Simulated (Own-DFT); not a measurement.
# What a defect does to the pressure of its cell: C11b WSi2

No measurement is shown. These are fixed-geometry runs of a retired plane-wave code named Own-DFT, which no person has reviewed; spin and spin-orbit coupling are neglected.

Method: PBE; PseudoDojo norm-conserving scalar-relativistic files; cutoff 50 hartree; 5 x 5 x 5 k mesh centred on Gamma; cold (Marzari-Vanderbilt) smearing of 0.2 eV.

Known weak points: forces on such cells failed a check on a denser k mesh; stress not checked against mesh or cutoff.

All runs share one cell, with vectors in Å (-2.148, -5.953, 3.409); (-6.444, 2.976, 1.136); (-2.553, -2.948, -6.757) and a volume of 403.2 Å³. The atoms are randomly displaced, by u rms on each axis. The defect's site can differ from row to row.

```
cell,formula,u (Å),P (GPa)
no defect,Si20W10,0.0182,4.35
no defect,Si20W10,0.0488,6.13
no defect,Si20W10,0.0500,6.34
one Si vacancy,Si19W10,0.0298,3.24
one Si vacancy,Si19W10,0.0500,4.51
one Si vacancy,Si19W10,0.0517,4.21
one W on a Si site,Si19W11,0.0313,9.87
one W on a Si site,Si19W11,0.0340,10.41
one W on a Si site,Si19W11,0.0478,?
one W on a Si site,Si19W11,0.0553,12.64
one Si on a W site,Si21W9,0.0334,6.06
one Si on a W site,Si21W9,0.0496,6.87
one Si on a W site,Si21W9,0.0519,7.82
```

## What the rows give

P = P0 + c u² + a shift for each defect gives P0 = 3.94 GPa, c = 958 ± 118 GPa/Å² and a scatter of 0.35 GPa. The shifts, and each times the cell's volume:

- one W on a Si site: 5.37 ± 0.29 GPa, 13.5 eV
- one Si on a W site: 0.97 ± 0.29 GPa, 2.4 eV
- one Si vacancy: -1.89 ± 0.29 GPa, -4.8 eV

Against the defect-free cell, a freed cell would be larger where the shift is positive and smaller where it is negative (160.2 GPa Å³ is 1 eV). The atoms around the defects weren't relaxed, which would change these numbers.

## The run left out

Asked: what pressure belongs in the blank (one W on a Si site, u = 0.0478 Å)?

Estimate: 11.50 ± 0.41 GPa. The run itself gave 10.51 GPa.
